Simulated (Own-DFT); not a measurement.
# Biaxial strain at fixed height in wurtzite AlGaN with randomly placed atoms, 72 atoms (Al27Ga9N36)

Source: density functional calculations with Own-DFT, an unreviewed in-house program that is no longer used. Nothing was measured or relaxed, and spin and spin-orbit coupling are left out.

Method: PBE; PseudoDojo norm-conserving scalar-relativistic files; cutoff 42 hartree; 4 x 4 x 3 k mesh centred on Gamma; Fermi-Dirac smearing of 0.1 eV.

Keep in mind: forces on such cells passed a denser k mesh, each cell not checked; stress not checked against mesh or cutoff.

Unstrained cell vectors in Å: (9.394, 0.000, 0.000); (-4.697, 8.135, 0.000); (0.000, 0.000, 10.066). The unstrained cell has measured lattice constants (interpolated for alloys), not those of this functional. That, the random moves and any unrelaxed bonds set the pressure at no strain. Each run strains x and y alike by e, as a substrate would, and holds the height along z. All atoms carry random offsets, Gaussian with a width of 0.05 Å per axis. The random placing of the alloy's atoms differs from row to row. Stress is positive in tension.

```
e (%)  u (Å)  (s_xx + s_yy)/2 (GPa)  s_zz (GPa)
-3.00  0.049                 -27.31      -11.64
-3.00  0.046                 -27.92       -9.23
-2.75  0.050                 -25.71       -9.34
-2.50  0.051                 -21.81      -13.08
-2.50  0.050                 -22.69      -10.87
-2.25  0.053                      ?           ?
-0.75  0.048                 -10.36       -8.63
-0.75  0.050                 -10.81       -9.49
 1.75  0.048                   3.16       -5.91
 1.75  0.047                   2.87       -3.35
 2.50  0.048                   5.83       -3.15
 2.50  0.047                   6.31       -3.46
 2.75  0.048                   6.93       -1.97
 2.75  0.048                   7.34       -3.13
 3.00  0.049                   8.21       -1.77
 3.00  0.046                   8.70       -2.90
```

## Analysis

With e as a fraction, the in-plane stress is -5.9 + 588 e - 4045 e² GPa (errors 6 and 506, scatter 0.55), and s_zz is -7.0 + 148 e GPa (slope ± 13, scatter 1.27). At e = 0 the first slope is C11 + C12 and the second 2 C13, both with the ions held to the strained lattice and at the cell's own pressure. The term in e² is negative: the layer stiffens under compression and softens under tension. A free layer would change its height as e changes, and the in-plane slope would drop by 2 C13²/C33 to the biaxial modulus. At fixed height, a misfit of 1 % moves the in-plane stress by about 5.9 GPa and s_zz by 1.5 GPa.

## Check

Question: what are the two stresses at e = -2.25 %?

Estimate: -21.2 and -10.3 GPa. The hidden result is -21.36 and -10.66 GPa.
